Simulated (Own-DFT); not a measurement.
# How strain changes the stress of 4H SiC, 72 atoms (C36Si36)

These are calculations, not measurements. They come from Own-DFT, an in-house plane-wave density functional program, since retired, whose code no person has reviewed. Each row is one single-point run on a periodic cell that was not relaxed, without spin or spin-orbit coupling.

Settings of every run: PBE; PseudoDojo norm-conserving scalar-relativistic files; cutoff 42 hartree; 4 x 4 x 3 k mesh centred on Gamma; Fermi-Dirac smearing of 0.1 eV.

Known limits: forces on such cells passed a denser k mesh, each cell not checked; stress not checked against mesh or cutoff.

Unstrained cell vectors in Å: (9.248, 0.000, 0.000); (-4.624, 8.009, 0.000); (0.000, 0.000, 10.068). The unstrained cell has measured lattice constants (interpolated for alloys), not those of this functional. That, the random moves and any unrelaxed bonds set the pressure at no strain. Each run strains this cell uniformly, with the atoms carried along. Every atom was also moved at random, by a Gaussian of width 0.05 Å on each axis. Strain is the symmetric tensor, in per cent. Stress is positive in tension, and the pressure is minus a third of its trace.

```
run  e_xx (%)  e_yy (%)  e_zz (%)  e_yz (%)  e_xz (%)  e_xy (%)  s_xx (GPa)  s_yy (GPa)  s_zz (GPa)  s_yz (GPa)  s_xz (GPa)  s_xy (GPa)  P (GPa)  E (meV/atom)
  1     -1.54     -1.70     -1.28     -0.96      0.66      1.97      -15.50      -17.56      -17.49       -4.26        2.93        9.59    16.85          50.8
  2      1.65     -0.39      0.90     -0.73     -0.05      1.20        3.67       -4.25       -0.72       -2.27       -0.80        6.33     0.43           0.0
  3     -0.63      1.12     -1.67      0.55     -0.69      0.43       -7.07       -2.32      -16.89        2.36       -2.49        1.78     8.76          54.2
  4     -0.90      0.06     -0.21      1.37     -0.82      0.67       -9.96       -4.41       -8.42        4.16       -1.26        2.78     7.60          18.6
  5     -1.33     -1.10     -0.01     -1.07      1.78     -1.14      -13.61      -11.22       -8.22       -3.44        6.39       -5.52    11.02          28.9
  6      1.43     -0.56     -1.18     -1.93     -1.66      1.39        1.69       -9.55      -13.58       -8.81       -5.86        7.23     7.15          48.4
  7      1.96     -0.25      0.83      0.83     -0.66      0.62        5.17       -5.19        0.09        2.22       -1.85        1.91    -0.02          18.2
  8     -0.65      0.75     -1.57      1.62      0.30      0.92       -8.90       -4.43      -13.20        6.27        0.35        3.83     8.84          36.3
  9      1.31      1.10     -0.72     -1.82      1.23     -0.80        2.16        1.33       -8.82       -6.06        3.50       -4.55     1.78          29.5
 10     -1.98     -0.03      0.58      0.19     -1.10      1.95      -16.37       -8.76       -2.95        1.01       -3.55        9.28     9.36          50.1
 11     -0.11      1.22      0.48      0.49      0.89      1.92       -3.50        0.95       -2.51        2.05        3.52        7.46     1.69          13.1
 12      1.05      0.26     -0.50     -0.51      1.67      0.37        1.00       -2.81       -9.75       -1.46        5.83        1.68     3.85          21.7
 13      0.41     -0.55     -0.39     -0.49      0.10     -0.46       -2.92       -6.34      -10.48       -1.80        0.61       -2.62     6.58          22.5
 14      1.72     -1.36      1.22     -1.12      1.74     -1.55        2.76      -10.86       -1.07       -3.75        5.87       -7.59     3.06          55.4
 15     -0.67     -0.93      1.46      1.33     -1.09      1.01      -10.55       -9.73        2.35        4.73       -4.18        4.64     5.98          25.2
 16     -0.21     -0.98     -1.57     -0.08     -1.70     -1.90       -8.30      -13.24      -16.19        0.45       -6.37      -11.22    12.58          42.6
 17     -1.09     -1.28      0.29     -0.66      1.14      1.09           ?           ?           ?           ?           ?           ?        ?             ?
```

E is the free energy for each atom above the lowest run shown.

## Worked fit

Each stress component was fitted by least squares to a constant and the strains of the runs shown, as fractions, with shears doubled. Shear strains stay in the fit of a normal stress only where such slopes are resolved. The slopes, in GPa:

| stress | at no strain | per e_xx | per e_yy | per e_zz | scatter |
|---|---|---|---|---|---|
| s_xx | -5.3 | 546 ± 13 | 118 ± 18 | 15 ± 16 | 0.60 |
| s_yy | -5.5 | 94 ± 27 | 530 ± 38 | 101 ± 33 | 1.29 |
| s_zz | -6.4 | 27 ± 23 | 123 ± 32 | 616 ± 29 | 1.11 |

Each shear stress against twice its own strain: yz 182 ± 9, xz 176 ± 9, xy 255 ± 9 GPa. These are stiffnesses along x, y and z of the frame in which the cell vectors are given, which need not be the crystal's axes. The atoms are held to the strained lattice; where symmetry lets them move under strain, relaxing them would lower some slopes. The table should be nearly symmetric about its diagonal, and what it lacks of that shows the noise. A ninth of its sum, 241 ± 6 GPa, estimates the bulk modulus near the mean pressure of these runs, 6.6 GPa, so it lies above the value at zero pressure.

## Withheld run

Question: what normal stresses and pressure should run 17 give?

The fit gives s_xx = -12.6, s_yy = -13.0, s_zz = -6.5 and P = 10.7 GPa. The calculation gave -13.81, -14.05, -4.54 and P = 10.80 GPa.
